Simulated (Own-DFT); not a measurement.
# Biaxial strain at fixed height in wurtzite AlGaN with randomly placed atoms, 72 atoms (Al9Ga27N36)

The numbers are computed, not measured, by runs of the plane-wave DFT program Own-DFT (in-house, retired, unreviewed) at fixed positions, with no spin and no spin-orbit coupling.

Settings: PBE; PseudoDojo norm-conserving scalar-relativistic files (stringent for Ga); cutoff 96 hartree; 4 x 4 x 3 k mesh centred on Gamma; Gaussian smearing of 0.01 eV.

Limits: forces on such cells passed a denser k mesh, each cell not checked; stress not checked against mesh or cutoff.

Unstrained cell vectors in Å: (9.509, 0.000, 0.000); (-4.755, 8.235, 0.000); (0.000, 0.000, 10.268). The unstrained cell has measured lattice constants (interpolated for alloys), not those of this functional. That, the random moves and any unrelaxed bonds set the pressure at no strain. Each run strains x and y alike by e, as a substrate would, and holds the height along z. Each coordinate of each atom was shifted by a normal deviate of width 0.05 Å. The random placing of the alloy's atoms differs from row to row. Stress is positive in tension.

```
e (%),u (Å),(s_xx + s_yy)/2 (GPa),s_zz (GPa)
-3.00,0.051,-24.89,-13.66
-2.75,0.055,-24.84,-11.41
-1.50,0.044,-15.38,-10.13
-1.25,0.048,-12.73,-10.67
-1.00,0.054,-12.68,-10.74
-0.50,0.050,?,?
0.25,0.046,-4.50,-7.71
1.75,0.051,2.34,-6.09
2.00,0.046,3.64,-5.97
2.75,0.049,6.14,-4.08
```

## Working it out

With e as a fraction, the in-plane stress is -6.1 + 549 e - 3532 e² GPa (errors 12 and 784, scatter 0.71), and s_zz is -8.5 + 146 e GPa (slope ± 12, scatter 0.70). At e = 0 the first slope is C11 + C12 and the second 2 C13, both with the ions held to the strained lattice and at the cell's own pressure. The term in e² is negative: the layer stiffens under compression and softens under tension. A free layer would change its height as e changes, and the in-plane slope would drop by 2 C13²/C33 to the biaxial modulus. At fixed height, a misfit of 1 % moves the in-plane stress by about 5.5 GPa and s_zz by 1.5 GPa.

## Test on the hidden row

Q: what are the two stresses at e = -0.50 %?

From the fit: -8.9 and -9.2 GPa. Computed: -8.03 and -9.71 GPa.
